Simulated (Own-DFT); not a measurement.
# Strain and stress in diamond-structure GeSn with randomly placed atoms, 64 atoms (Ge52Sn12)

All numbers below are calculated, not measured. The program, named Own-DFT, is a retired in-house plane-wave density functional code that no person has reviewed. Each row is one single-point run on a periodic cell that was not relaxed, without spin or spin-orbit coupling.

Settings of every run: PBE; PseudoDojo norm-conserving scalar-relativistic files; cutoff 49 hartree; 3 x 3 x 3 k mesh centred on Gamma; Fermi-Dirac smearing of 0.1 eV.

Known limits: forces on such cells moved up to 12 meV/angstrom on a denser k mesh; stress not checked against mesh or cutoff.

Unstrained cell vectors in Å: (11.628, 0.000, 0.000); (0.000, 11.628, 0.000); (0.000, 0.000, 11.628). The unstrained cell has measured lattice constants (interpolated for alloys), not those of this functional. That, the random moves and any unrelaxed bonds set the pressure at no strain. Each run strains this cell uniformly, with the atoms carried along. Every atom was also moved at random, by a Gaussian of width 0.05 Å on each axis. The random placing of the alloy's atoms differs from row to row. Strain is the symmetric tensor, in per cent. Stress is positive in tension, and the pressure is minus a third of its trace.

| run | e_xx (%) | e_yy (%) | e_zz (%) | s_xx (GPa) | s_yy (GPa) | s_zz (GPa) | P (GPa) | E (meV/atom) |
|---|---|---|---|---|---|---|---|---|
| 1 | -1.00 | -1.00 | 0.00 | -7.19 | -7.19 | -6.64 | 7.01 | 44.9 |
| 2 | 1.50 | 1.50 | 0.00 | -3.28 | -3.11 | -4.00 | 3.46 | 12.5 |
| 3 | -0.25 | -0.25 | 0.00 | -6.10 | -5.99 | -5.92 | 6.01 | 44.4 |
| 4 | -2.25 | -2.25 | 0.00 | -9.55 | -9.64 | -8.20 | 9.13 | 68.6 |
| 5 | -3.00 | -3.00 | 0.00 | -11.30 | -11.46 | -9.69 | 10.82 | 112.6 |
| 6 | -2.75 | -2.75 | 0.00 | -10.62 | -10.35 | -8.85 | 9.94 | 76.3 |
| 7 | 2.25 | 2.25 | 0.00 | -2.09 | -2.11 | -3.06 | 2.42 | 0.0 |
| 8 | 0.25 | 0.25 | 0.00 | -4.74 | -4.90 | -4.90 | 4.85 | 7.2 |
| 9 | -1.50 | -1.50 | 0.00 | ? | ? | ? | ? | ? |

E is the free energy for each atom above the lowest run shown.

## Worked fit

The change of volume is close to e_xx + e_yy + e_zz. A straight line through the runs shown gives P = 5.70 - 79 x (fractional change of volume) GPa, with an error of 3 on the slope and a scatter of 0.32 GPa. The strain isn't the same on all axes, but the crystal is cubic, so the slope still estimates the bulk modulus, averaged over pressures from 2.4 to 10.8 GPa.

## Withheld run

Question: what pressure should run 9 give? Its volume changes by -2.98 %.

The line gives 8.0 GPa. The calculation gave 8.15 GPa.
